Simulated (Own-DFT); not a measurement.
## Calculated data, Si (diamond silicon with added atoms, atoms displaced), Ge (diamond germanium with one vacancy, atoms displaced), Ge (diamond germanium with added atoms, atoms displaced)

A calculation, not a measurement: plane-wave PBE density functional theory by an unreviewed code, no spin, of a simulated periodic cell, stress positive in tension, free energy of the whole cell less one offset for each atom, defect cell not probed for a lower state with spin, k mesh not checked against a denser one; offsets are fitted by least squares, one for each functional and potential file, so energies compare only between cells with the same atoms and settings and are not formation energies; the far tail of each file's local potential was reset to the Coulomb form; each entry is a single point on an unrelaxed cell, so the pressure reflects the starting lattice, mostly measured values (interpolated for alloys), from which strain is counted, and rises with the displacements; printed positions are rounded, which can move forces by about a meV/angstrom; the program, named Own-DFT, is a retired in-house code; no spin-orbit coupling; before rounding, a Quantum ESPRESSO 7.3.1 run of the same cell and cutoff gave forces within 1 meV/angstrom rms on each cell, which checks the program and not the settings. Program: Own-DFT development build.

Common to all runs: functional PBE; potential files PseudoDojo norm-conserving, scalar-relativistic, standard set; occupations Fermi-Dirac; smearing width 0.1 eV.

(1) 
```cif
# cell vector a (Å): 10.8620 0.0000 0.0000
# cell vector b (Å): 0.0000 10.8620 0.0000
# cell vector c (Å): 0.0000 0.0000 10.8620
data_Si
_symmetry_space_group_name_H-M 'P 1'
_symmetry_Int_Tables_number 1
_cell_length_a 10.8620
_cell_length_b 10.8620
_cell_length_c 10.8620
_cell_angle_alpha 90.000
_cell_angle_beta 90.000
_cell_angle_gamma 90.000
_cell_volume 1281.53
loop_
_atom_site_label
_atom_site_type_symbol
_atom_site_fract_x
_atom_site_fract_y
_atom_site_fract_z
_atom_site_occupancy
Si1 Si 0.00345 0.99710 0.00036 1
Si2 Si 0.00000 0.24649 0.25505 1
Si3 Si 0.24096 0.00113 0.24730 1
Si4 Si 0.26322 0.24669 0.00052 1
Si5 Si 0.12633 0.13590 0.11708 1
Si6 Si 0.12164 0.37380 0.37248 1
Si7 Si 0.37437 0.13294 0.37063 1
Si8 Si 0.36360 0.36921 0.13230 1
Si9 Si 0.98564 0.99047 0.49614 1
Si10 Si 0.00357 0.25102 0.76217 1
Si11 Si 0.25746 0.01245 0.75370 1
Si12 Si 0.26051 0.25655 0.50785 1
Si13 Si 0.12372 0.14324 0.62931 1
Si14 Si 0.11988 0.38292 0.87414 1
Si15 Si 0.37294 0.13088 0.85782 1
Si16 Si 0.38516 0.38733 0.62102 1
Si17 Si 0.01048 0.48818 0.99720 1
Si18 Si 0.00773 0.75298 0.23904 1
Si19 Si 0.25651 0.49295 0.24444 1
Si20 Si 0.23985 0.74690 0.99294 1
Si21 Si 0.13460 0.62361 0.12156 1
Si22 Si 0.12960 0.87927 0.37294 1
Si23 Si 0.37449 0.62846 0.37835 1
Si24 Si 0.37423 0.87704 0.12247 1
Si25 Si 0.00157 0.49233 0.50970 1
Si26 Si 0.00173 0.74609 0.74376 1
Si27 Si 0.23930 0.49184 0.75069 1
Si28 Si 0.25349 0.75305 0.50823 1
Si29 Si 0.13076 0.62373 0.62782 1
Si30 Si 0.13371 0.88321 0.87293 1
Si31 Si 0.38040 0.62704 0.87246 1
Si32 Si 0.37117 0.87701 0.63521 1
Si33 Si 0.49886 0.98460 0.00027 1
Si34 Si 0.50206 0.24611 0.24706 1
Si35 Si 0.74668 0.99971 0.25289 1
Si36 Si 0.76165 0.24478 0.00422 1
Si37 Si 0.62066 0.12900 0.12602 1
Si38 Si 0.63871 0.38614 0.38410 1
Si39 Si 0.87200 0.13165 0.38226 1
Si40 Si 0.87116 0.37860 0.12722 1
Si41 Si 0.50690 0.00122 0.51298 1
Si42 Si 0.49031 0.24915 0.75571 1
Si43 Si 0.74127 0.99957 0.75319 1
Si44 Si 0.73510 0.26231 0.48870 1
Si45 Si 0.62622 0.11389 0.62212 1
Si46 Si 0.62134 0.38868 0.86919 1
Si47 Si 0.88339 0.13767 0.88416 1
Si48 Si 0.85952 0.36791 0.62626 1
Si49 Si 0.50381 0.49718 0.00275 1
Si50 Si 0.50348 0.74396 0.25190 1
Si51 Si 0.75418 0.49015 0.23594 1
Si52 Si 0.75911 0.74420 0.99198 1
Si53 Si 0.62052 0.62045 0.13211 1
Si54 Si 0.62106 0.86093 0.38169 1
Si55 Si 0.88337 0.63109 0.37232 1
Si56 Si 0.88002 0.86334 0.13327 1
Si57 Si 0.52200 0.49468 0.50060 1
Si58 Si 0.50357 0.74452 0.75324 1
Si59 Si 0.73458 0.50701 0.75009 1
Si60 Si 0.75333 0.74769 0.51192 1
Si61 Si 0.63333 0.61321 0.62610 1
Si62 Si 0.62301 0.87591 0.87647 1
Si63 Si 0.87793 0.62114 0.86845 1
Si64 Si 0.86992 0.88269 0.62208 1
Si65 Si 0.31975 0.31412 0.31266 1
_calc_wave_cutoff 20  # hartree
_calc_k_mesh '3 x 3 x 3 centred on Gamma'
_calc_free_energy_of_cell_above_offsets '7.412'  # eV
_calc_pressure 5.25  # GPa
_calc_stress_xx -4.86  # GPa
_calc_stress_yy -5.2  # GPa
_calc_stress_zz -5.69  # GPa
_calc_stress_yz 0.33  # GPa
_calc_stress_xz 2.26  # GPa
_calc_stress_xy 0.5  # GPa
```

Force:
| element | x (eV/Å) | y (eV/Å) | z (eV/Å) |
| --- | --- | --- | --- |
| Si | -0.374 | 0.127 | 0.435 |
| Si | -0.402 | 0.356 | -0.761 |
| Si | 1.274 | 0.927 | -0.45 |
| Si | -1.366 | 0.371 | -1.454 |
| Si | -0.325 | -0.996 | 0.664 |
| Si | -0.648 | 0.195 | 0.592 |
| Si | 0.267 | -4.257 | 1.203 |
| Si | 2.932 | 0.346 | -4.816 |
| Si | 2.023 | 1.982 | -0.265 |
| Si | -0.928 | 0.997 | -1.341 |
| Si | -2.279 | -1.314 | -1.793 |
| Si | -0.639 | 0.162 | 0.801 |
| Si | -0.141 | -2.172 | -0.58 |
| Si | 1.903 | -2.701 | 0.018 |
| Si | 0.792 | -0.888 | 4.011 |
| Si | -0.568 | -0.805 | 0.994 |
| Si | -2.252 | 2.501 | 1.751 |
| Si | 1.218 | -1.268 | 2.004 |
| Si | -1.547 | 4.097 | 1.473 |
| Si | 2.039 | 0.588 | 0.013 |
| Si | -1.109 | -0.619 | -0.064 |
| Si | -0.798 | -0.952 | 0.649 |
| Si | 0.52 | -0.798 | 0.071 |
| Si | -1.045 | -1.453 | 0.892 |
| Si | -0.548 | 0.743 | -0.463 |
| Si | -0.006 | 1.309 | 0.298 |
| Si | 2.405 | 1.441 | -0.459 |
| Si | -0.353 | 0.064 | -0.717 |
| Si | -0.568 | -0.126 | -0.522 |
| Si | -1.135 | -0.393 | -0.575 |
| Si | -1.313 | -1.165 | 0.693 |
| Si | 0.976 | 0.099 | -0.214 |
| Si | -0.119 | 2.757 | -0.432 |
| Si | 2.392 | 1.3 | 0.702 |
| Si | 0.121 | -0.397 | 0.407 |
| Si | -2.205 | 1.638 | 0.118 |
| Si | 0.899 | -1.651 | -1.278 |
| Si | -1.517 | 0.347 | -4.738 |
| Si | -0.58 | -0.553 | -0.66 |
| Si | 2.554 | -2.068 | -1.309 |
| Si | -1.981 | -1.764 | -2.179 |
| Si | 2.629 | 1.702 | -2.218 |
| Si | 1.738 | 0.77 | 0.509 |
| Si | 2.491 | -3.95 | 3.032 |
| Si | 0.519 | 3.154 | 1.135 |
| Si | -0.002 | -2.768 | 1.265 |
| Si | -0.381 | -2.839 | -0.836 |
| Si | 0.884 | 0.493 | 0.817 |
| Si | -1.194 | 0.448 | 0.439 |
| Si | -1.198 | 0.809 | -0.128 |
| Si | -1.018 | 2.803 | 2.763 |
| Si | -0.935 | 0.306 | 1.233 |
| Si | 1.199 | 0.152 | -1.383 |
| Si | 0.608 | 1.37 | 0.2 |
| Si | -0.258 | -0.944 | 0.06 |
| Si | -1.523 | 2.075 | -1.86 |
| Si | -2.993 | 1.787 | -0.069 |
| Si | 0.283 | 0.478 | -1.025 |
| Si | 3.548 | -1.595 | 1.074 |
| Si | 0.001 | -0.419 | -1.344 |
| Si | -1.698 | 3.195 | -1.073 |
| Si | 0.755 | -1.295 | -0.049 |
| Si | 0.499 | -0.637 | 0.266 |
| Si | -0.175 | -1.203 | 1.9 |
| Si | -1.347 | 0.1 | 2.572 |

(2) 
```cif
# cell vector a (Å): 0.0000 5.6580 5.6580
# cell vector b (Å): 5.6580 0.0000 5.6580
# cell vector c (Å): 5.6580 5.6580 0.0000
data_Ge
_symmetry_space_group_name_H-M 'P 1'
_symmetry_Int_Tables_number 1
_cell_length_a 8.0016
_cell_length_b 8.0016
_cell_length_c 8.0016
_cell_angle_alpha 60.000
_cell_angle_beta 60.000
_cell_angle_gamma 60.000
_cell_volume 362.26
loop_
_atom_site_label
_atom_site_type_symbol
_atom_site_fract_x
_atom_site_fract_y
_atom_site_fract_z
_atom_site_occupancy
Ge1 Ge 0.99836 0.99700 0.98860 1
Ge2 Ge 0.48465 0.99252 0.00179 1
Ge3 Ge 0.00319 0.49667 0.00720 1
Ge4 Ge 0.01099 0.00034 0.48761 1
Ge5 Ge 0.13979 0.09449 0.15142 1
Ge6 Ge 0.64209 0.13267 0.12173 1
Ge7 Ge 0.12598 0.61654 0.13229 1
Ge8 Ge 0.11288 0.14967 0.62219 1
Ge9 Ge 0.50094 0.49896 0.51181 1
Ge10 Ge 0.01164 0.51203 0.48748 1
Ge11 Ge 0.50186 0.00034 0.50265 1
Ge12 Ge 0.51006 0.50688 0.02883 1
Ge13 Ge 0.62006 0.62861 0.63600 1
Ge14 Ge 0.12211 0.63321 0.62667 1
Ge15 Ge 0.64707 0.62329 0.13467 1
_calc_wave_cutoff 42  # hartree
_calc_k_mesh '5 x 5 x 5 centred on Gamma'
_calc_free_energy_of_cell_above_offsets '0.843'  # eV
_calc_pressure 3.76  # GPa
_calc_stress_xx -4.36  # GPa
_calc_stress_yy -2.65  # GPa
_calc_stress_zz -4.27  # GPa
_calc_stress_yz 0.66  # GPa
_calc_stress_xz 2.07  # GPa
_calc_stress_xy 0.34  # GPa
```

Force:
| element | x (eV/Å) | y (eV/Å) | z (eV/Å) |
| --- | --- | --- | --- |
| Ge | 0.213 | 1.544 | 0.579 |
| Ge | -0.741 | 1.139 | 2.516 |
| Ge | -1.551 | 0.905 | 0.033 |
| Ge | 2.568 | 1.19 | -1.417 |
| Ge | -0.673 | -3.734 | 0.515 |
| Ge | 0.35 | -1.021 | -1.463 |
| Ge | -0.522 | -0.316 | 1.462 |
| Ge | -1.342 | 0.443 | -0.125 |
| Ge | -0.335 | 0.31 | -0.374 |
| Ge | 1.511 | -0.269 | -1.003 |
| Ge | 0.5 | -0.177 | 0.282 |
| Ge | -1.198 | -1.368 | -0.555 |
| Ge | 0.112 | 0.963 | 0.08 |
| Ge | -0.129 | 0.564 | -0.091 |
| Ge | 1.237 | -0.174 | -0.442 |

(3) 
```cif
# cell vector a (Å): 10.8620 0.0000 0.0000
# cell vector b (Å): 0.0000 10.8620 0.0000
# cell vector c (Å): 0.0000 0.0000 10.8620
data_Si
_symmetry_space_group_name_H-M 'P 1'
_symmetry_Int_Tables_number 1
_cell_length_a 10.8620
_cell_length_b 10.8620
_cell_length_c 10.8620
_cell_angle_alpha 90.000
_cell_angle_beta 90.000
_cell_angle_gamma 90.000
_cell_volume 1281.53
loop_
_atom_site_label
_atom_site_type_symbol
_atom_site_fract_x
_atom_site_fract_y
_atom_site_fract_z
_atom_site_occupancy
Si1 Si 0.00371 0.00211 0.99796 1
Si2 Si 0.99948 0.24908 0.24631 1
Si3 Si 0.24917 0.99948 0.25261 1
Si4 Si 0.24905 0.24999 0.00469 1
Si5 Si 0.11908 0.12815 0.12048 1
Si6 Si 0.12518 0.37501 0.37255 1
Si7 Si 0.37749 0.12300 0.37419 1
Si8 Si 0.37200 0.37686 0.11971 1
Si9 Si 0.99957 0.00001 0.49471 1
Si10 Si 0.00101 0.24641 0.75493 1
Si11 Si 0.24536 0.99717 0.74872 1
Si12 Si 0.25029 0.25460 0.49751 1
Si13 Si 0.12393 0.12648 0.62939 1
Si14 Si 0.12659 0.37225 0.87353 1
Si15 Si 0.37627 0.12393 0.87385 1
Si16 Si 0.37961 0.36743 0.62443 1
Si17 Si 0.99989 0.49670 0.00117 1
Si18 Si 0.99774 0.75194 0.25382 1
Si19 Si 0.24781 0.49623 0.24807 1
Si20 Si 0.24743 0.75522 0.99726 1
Si21 Si 0.12307 0.61903 0.12344 1
Si22 Si 0.12041 0.87318 0.37787 1
Si23 Si 0.37851 0.62215 0.37323 1
Si24 Si 0.37437 0.87715 0.12899 1
Si25 Si 0.99874 0.50334 0.50159 1
Si26 Si 0.00372 0.75122 0.75113 1
Si27 Si 0.24743 0.50601 0.74726 1
Si28 Si 0.25001 0.74961 0.49799 1
Si29 Si 0.12732 0.62785 0.62731 1
Si30 Si 0.12005 0.87703 0.87090 1
Si31 Si 0.37343 0.62407 0.87441 1
Si32 Si 0.37732 0.87849 0.62327 1
Si33 Si 0.49911 0.00119 0.99901 1
Si34 Si 0.50068 0.25509 0.24952 1
Si35 Si 0.75258 0.99194 0.25051 1
Si36 Si 0.75167 0.24882 0.99553 1
Si37 Si 0.62703 0.12195 0.12228 1
Si38 Si 0.62217 0.37195 0.37909 1
Si39 Si 0.87344 0.12264 0.37177 1
Si40 Si 0.87441 0.37553 0.12696 1
Si41 Si 0.49822 0.99634 0.50279 1
Si42 Si 0.50129 0.25146 0.74983 1
Si43 Si 0.74855 0.00309 0.75466 1
Si44 Si 0.74739 0.25196 0.50250 1
Si45 Si 0.62815 0.12292 0.62787 1
Si46 Si 0.62179 0.37043 0.87335 1
Si47 Si 0.86998 0.12498 0.87837 1
Si48 Si 0.87079 0.37464 0.61977 1
Si49 Si 0.50029 0.49810 0.99779 1
Si50 Si 0.49731 0.75034 0.25283 1
Si51 Si 0.75205 0.49855 0.24428 1
Si52 Si 0.74906 0.75638 0.00176 1
Si53 Si 0.62885 0.62021 0.12703 1
Si54 Si 0.62305 0.87482 0.37152 1
Si55 Si 0.87531 0.62610 0.37263 1
Si56 Si 0.87281 0.87599 0.12465 1
Si57 Si 0.49660 0.50331 0.50276 1
Si58 Si 0.50279 0.75215 0.74990 1
Si59 Si 0.75252 0.49845 0.75243 1
Si60 Si 0.75094 0.75084 0.50014 1
Si61 Si 0.62589 0.62180 0.62442 1
Si62 Si 0.62550 0.87293 0.87500 1
Si63 Si 0.87001 0.62501 0.88031 1
Si64 Si 0.87549 0.87810 0.62604 1
Si65 Si 0.25058 0.24866 0.25161 1
_calc_wave_cutoff 20  # hartree
_calc_k_mesh '3 x 3 x 3 centred on Gamma'
_calc_free_energy_of_cell_above_offsets '-1.025'  # eV
_calc_pressure 2.99  # GPa
_calc_stress_xx -3.02  # GPa
_calc_stress_yy -2.94  # GPa
_calc_stress_zz -3.03  # GPa
_calc_stress_yz -0.21  # GPa
_calc_stress_xz -0.62  # GPa
_calc_stress_xy -0.13  # GPa
```

Force:
| element | x (eV/Å) | y (eV/Å) | z (eV/Å) |
| --- | --- | --- | --- |
| Si | -1.209 | -0.504 | -0.116 |
| Si | -0.765 | 0.101 | 0.56 |
| Si | -0.584 | -0.269 | -0.169 |
| Si | 0.166 | -0.273 | -1.431 |
| Si | 0.278 | -0.937 | 0.1 |
| Si | -1.275 | 0.787 | 0.978 |
| Si | 0.55 | -0.271 | 0.75 |
| Si | 0.977 | 0.475 | -0.005 |
| Si | -0.095 | 0.484 | 0.986 |
| Si | -0.788 | 0.452 | -0.543 |
| Si | 0.748 | 0.438 | 0.006 |
| Si | -0.093 | -0.829 | 0.779 |
| Si | -0.014 | -0.2 | -0.994 |
| Si | -0.031 | 0.596 | 0.135 |
| Si | -0.511 | 0.058 | -0.044 |
| Si | -0.723 | 1.424 | 0.047 |
| Si | -0.214 | -0.05 | -0.43 |
| Si | 0.25 | -0.404 | -0.983 |
| Si | 0.416 | 0.964 | 0.051 |
| Si | 0.059 | -0.509 | 0.424 |
| Si | 0.028 | 1.152 | 0.119 |
| Si | 0.628 | 0.1 | -0.273 |
| Si | -0.893 | 0.124 | 0.123 |
| Si | 0 | -0.173 | -0.665 |
| Si | 0.018 | 0.039 | -0.002 |
| Si | -1.219 | -0.467 | -0.121 |
| Si | 0.687 | -1.371 | 0.229 |
| Si | 0.391 | -0.006 | 0.071 |
| Si | -0.447 | 0.128 | -0.622 |
| Si | 0.591 | -0.083 | 0.539 |
| Si | 0.196 | 0.57 | 0.034 |
| Si | -0.758 | -0.885 | 0.536 |
| Si | 0.086 | -0.395 | 0.123 |
| Si | 0.337 | -0.687 | -0.487 |
| Si | -0.614 | 1.074 | -0.165 |
| Si | -0.545 | 0.487 | 0.984 |
| Si | 0.099 | 0.233 | 0.391 |
| Si | 0.238 | 1.1 | -0.263 |
| Si | -0.137 | 0.377 | 0.29 |
| Si | 0.089 | -0.413 | -0.814 |
| Si | 1.042 | 0.599 | -0.349 |
| Si | -0.023 | -0.988 | -0.036 |
| Si | 0.251 | -0.715 | -0.283 |
| Si | 0.128 | -0.896 | -0.567 |
| Si | -0.587 | 0.21 | -0.294 |
| Si | 0.62 | 0.594 | 0.197 |
| Si | 1.003 | -0.224 | -0.352 |
| Si | 0.964 | 0.033 | 1.008 |
| Si | 0.317 | 0.52 | -0.14 |
| Si | 0.466 | -0.386 | -0.677 |
| Si | -0.243 | -0.262 | 1.46 |
| Si | -0.193 | -0.928 | 0.082 |
| Si | -0.807 | 0.94 | -0.513 |
| Si | 0.088 | -0.237 | 0.763 |
| Si | -0.343 | -0.211 | 0.24 |
| Si | 1.078 | -0.094 | -0.146 |
| Si | 0.429 | -0.758 | -0.076 |
| Si | -0.326 | -0.533 | -0.241 |
| Si | -0.504 | -0.049 | -0.189 |
| Si | -0.226 | -0.048 | 0.019 |
| Si | 0.215 | 0.47 | 0.296 |
| Si | -0.276 | 0.572 | 0.116 |
| Si | 0.788 | 0.247 | -0.288 |
| Si | 0.006 | -0.089 | 0.031 |
| Si | 0.213 | -0.207 | -0.189 |

(4) 
```cif
# cell vector a (Å): 0.0000 5.6580 5.6580
# cell vector b (Å): 5.6580 0.0000 5.6580
# cell vector c (Å): 5.6580 5.6580 0.0000
data_Ge
_symmetry_space_group_name_H-M 'P 1'
_symmetry_Int_Tables_number 1
_cell_length_a 8.0016
_cell_length_b 8.0016
_cell_length_c 8.0016
_cell_angle_alpha 60.000
_cell_angle_beta 60.000
_cell_angle_gamma 60.000
_cell_volume 362.26
loop_
_atom_site_label
_atom_site_type_symbol
_atom_site_fract_x
_atom_site_fract_y
_atom_site_fract_z
_atom_site_occupancy
Ge1 Ge 0.00515 0.99870 0.99697 1
Ge2 Ge 0.50748 0.99698 0.99947 1
Ge3 Ge 0.00117 0.49910 0.99855 1
Ge4 Ge 0.99452 0.00253 0.50474 1
Ge5 Ge 0.13096 0.12168 0.12367 1
Ge6 Ge 0.12319 0.62690 0.12632 1
Ge7 Ge 0.12717 0.12559 0.61619 1
Ge8 Ge 0.49389 0.50133 0.50291 1
Ge9 Ge 0.00336 0.49963 0.49532 1
Ge10 Ge 0.50113 0.99433 0.50281 1
Ge11 Ge 0.51022 0.50027 0.99788 1
Ge12 Ge 0.62712 0.62961 0.62553 1
Ge13 Ge 0.12228 0.62500 0.62631 1
Ge14 Ge 0.61733 0.13481 0.62194 1
Ge15 Ge 0.62350 0.62691 0.12728 1
_calc_wave_cutoff 42  # hartree
_calc_k_mesh '5 x 5 x 5 centred on Gamma'
_calc_free_energy_of_cell_above_offsets '-0.519'  # eV
_calc_pressure 2.63  # GPa
_calc_stress_xx -2.52  # GPa
_calc_stress_yy -2.6  # GPa
_calc_stress_zz -2.78  # GPa
_calc_stress_yz 0.53  # GPa
_calc_stress_xz -0.55  # GPa
_calc_stress_xy 0.09  # GPa
```

Force:
| element | x (eV/Å) | y (eV/Å) | z (eV/Å) |
| --- | --- | --- | --- |
| Ge | 0.339 | -0.531 | -0.113 |
| Ge | 0.554 | 0.072 | 0.477 |
| Ge | 0.151 | 0.213 | -0.164 |
| Ge | -0.5 | -0.434 | -0.12 |
| Ge | 0.263 | 0.08 | -0.088 |
| Ge | -0.628 | 0.063 | 0.292 |
| Ge | 0.368 | 0.384 | -0.015 |
| Ge | 0.369 | 0.038 | 0.629 |
| Ge | 0.274 | 0.092 | -0.139 |
| Ge | -0.014 | -0.64 | 0.718 |
| Ge | -0.153 | -0.034 | -0.892 |
| Ge | -0.677 | 0.065 | -0.456 |
| Ge | 0.124 | -0.223 | 0.044 |
| Ge | -0.35 | 0.469 | -0.272 |
| Ge | -0.121 | 0.387 | 0.097 |

(5) 
```cif
# cell vector a (Å): 0.0000 5.6580 5.6580
# cell vector b (Å): 5.6580 0.0000 5.6580
# cell vector c (Å): 5.6580 5.6580 0.0000
data_Ge
_symmetry_space_group_name_H-M 'P 1'
_symmetry_Int_Tables_number 1
_cell_length_a 8.0016
_cell_length_b 8.0016
_cell_length_c 8.0016
_cell_angle_alpha 60.000
_cell_angle_beta 60.000
_cell_angle_gamma 60.000
_cell_volume 362.26
loop_
_atom_site_label
_atom_site_type_symbol
_atom_site_fract_x
_atom_site_fract_y
_atom_site_fract_z
_atom_site_occupancy
Ge1 Ge 0.99985 0.98527 0.01402 1
Ge2 Ge 0.51508 0.99203 0.98876 1
Ge3 Ge 0.98667 0.50299 0.01785 1
Ge4 Ge 0.00866 0.99966 0.48568 1
Ge5 Ge 0.64450 0.12715 0.11911 1
Ge6 Ge 0.12158 0.60862 0.15097 1
Ge7 Ge 0.11438 0.11477 0.63553 1
Ge8 Ge 0.49704 0.49128 0.51500 1
Ge9 Ge 0.98629 0.50358 0.50315 1
Ge10 Ge 0.47642 0.02524 0.49104 1
Ge11 Ge 0.48722 0.50914 0.00707 1
Ge12 Ge 0.62185 0.64253 0.61830 1
Ge13 Ge 0.10275 0.61606 0.64315 1
Ge14 Ge 0.62736 0.11941 0.60509 1
Ge15 Ge 0.61447 0.63640 0.13354 1
_calc_wave_cutoff 42  # hartree
_calc_k_mesh '5 x 5 x 5 centred on Gamma'
_calc_free_energy_of_cell_above_offsets '0.043'  # eV
_calc_pressure 2.92  # GPa
_calc_stress_xx -3.04  # GPa
_calc_stress_yy -2.98  # GPa
_calc_stress_zz -2.74  # GPa
_calc_stress_yz -0.77  # GPa
_calc_stress_xz 0.55  # GPa
_calc_stress_xy 0.26  # GPa
```

Force:
| element | x (eV/Å) | y (eV/Å) | z (eV/Å) |
| --- | --- | --- | --- |
| Ge | -0.256 | 0.948 | 1.028 |
| Ge | 1.031 | -0.636 | 0.836 |
| Ge | -0.51 | 0.198 | -0.373 |
| Ge | -0.69 | -0.57 | -0.244 |
| Ge | 0.569 | -1.477 | -0.897 |
| Ge | -0.605 | -1.112 | 0.688 |
| Ge | 0.851 | -0.543 | -0.007 |
| Ge | 0.474 | -0.669 | -0.031 |
| Ge | 0.254 | 1.371 | -1.041 |
| Ge | -1.163 | 0.364 | -0.233 |
| Ge | -0.813 | 0.452 | 0.807 |
| Ge | 0.633 | -0.424 | -0.927 |
| Ge | -0.134 | 0.564 | 1.113 |
| Ge | 0.74 | 0.965 | 0.49 |
| Ge | -0.38 | 0.57 | -1.209 |

(6) 
```cif
# cell vector a (Å): 0.0000 5.6580 5.6580
# cell vector b (Å): 5.6580 0.0000 5.6580
# cell vector c (Å): 5.6580 5.6580 0.0000
data_Ge
_symmetry_space_group_name_H-M 'P 1'
_symmetry_Int_Tables_number 1
_cell_length_a 8.0016
_cell_length_b 8.0016
_cell_length_c 8.0016
_cell_angle_alpha 60.000
_cell_angle_beta 60.000
_cell_angle_gamma 60.000
_cell_volume 362.26
loop_
_atom_site_label
_atom_site_type_symbol
_atom_site_fract_x
_atom_site_fract_y
_atom_site_fract_z
_atom_site_occupancy
Ge1 Ge 0.00095 0.00257 0.00262 1
Ge2 Ge 0.50319 0.99391 0.00878 1
Ge3 Ge 0.99661 0.49959 0.00553 1
Ge4 Ge 0.99523 0.00276 0.50219 1
Ge5 Ge 0.12660 0.11925 0.12662 1
Ge6 Ge 0.62148 0.13264 0.12859 1
Ge7 Ge 0.12801 0.62186 0.12213 1
Ge8 Ge 0.12554 0.13038 0.62400 1
Ge9 Ge 0.49295 0.49878 0.51242 1
Ge10 Ge 0.99962 0.50374 0.50063 1
Ge11 Ge 0.49672 0.00381 0.49686 1
Ge12 Ge 0.49735 0.50318 0.00069 1
Ge13 Ge 0.62812 0.62731 0.62061 1
Ge14 Ge 0.11973 0.63264 0.62223 1
Ge15 Ge 0.62180 0.12097 0.62770 1
Ge16 Ge 0.62428 0.62358 0.12877 1
Ge17 Ge 0.30934 0.30027 0.32208 1
_calc_wave_cutoff 42  # hartree
_calc_k_mesh '5 x 5 x 5 centred on Gamma'
_calc_free_energy_of_cell_above_offsets '3.077'  # eV
_calc_pressure 12.06  # GPa
_calc_stress_xx -11.92  # GPa
_calc_stress_yy -12.15  # GPa
_calc_stress_zz -12.12  # GPa
_calc_stress_yz 1.97  # GPa
_calc_stress_xz 2.34  # GPa
_calc_stress_xy 3.01  # GPa
```

Force:
| element | x (eV/Å) | y (eV/Å) | z (eV/Å) |
| --- | --- | --- | --- |
| Ge | -0.13 | 0.006 | -0.184 |
| Ge | -0.183 | -0.424 | 0.218 |
| Ge | -0.632 | -0.321 | -0.051 |
| Ge | 0.104 | -0.081 | 0.061 |
| Ge | 0.523 | 0.292 | 0.551 |
| Ge | -3.466 | 0.395 | 0.812 |
| Ge | 0.734 | -2.178 | 0.36 |
| Ge | 0.847 | 0.535 | -4.088 |
| Ge | -0.636 | -0.328 | 0.068 |
| Ge | 2.275 | -0.58 | -0.058 |
| Ge | -0.689 | 4.071 | -0.688 |
| Ge | -0.303 | -0.338 | 2.446 |
| Ge | 0.088 | -0.152 | -0.461 |
| Ge | 0.402 | 0.555 | -0.228 |
| Ge | 0.436 | 0.321 | 0.018 |
| Ge | 0.274 | 0.351 | -0.294 |
| Ge | 0.357 | -2.122 | 1.516 |
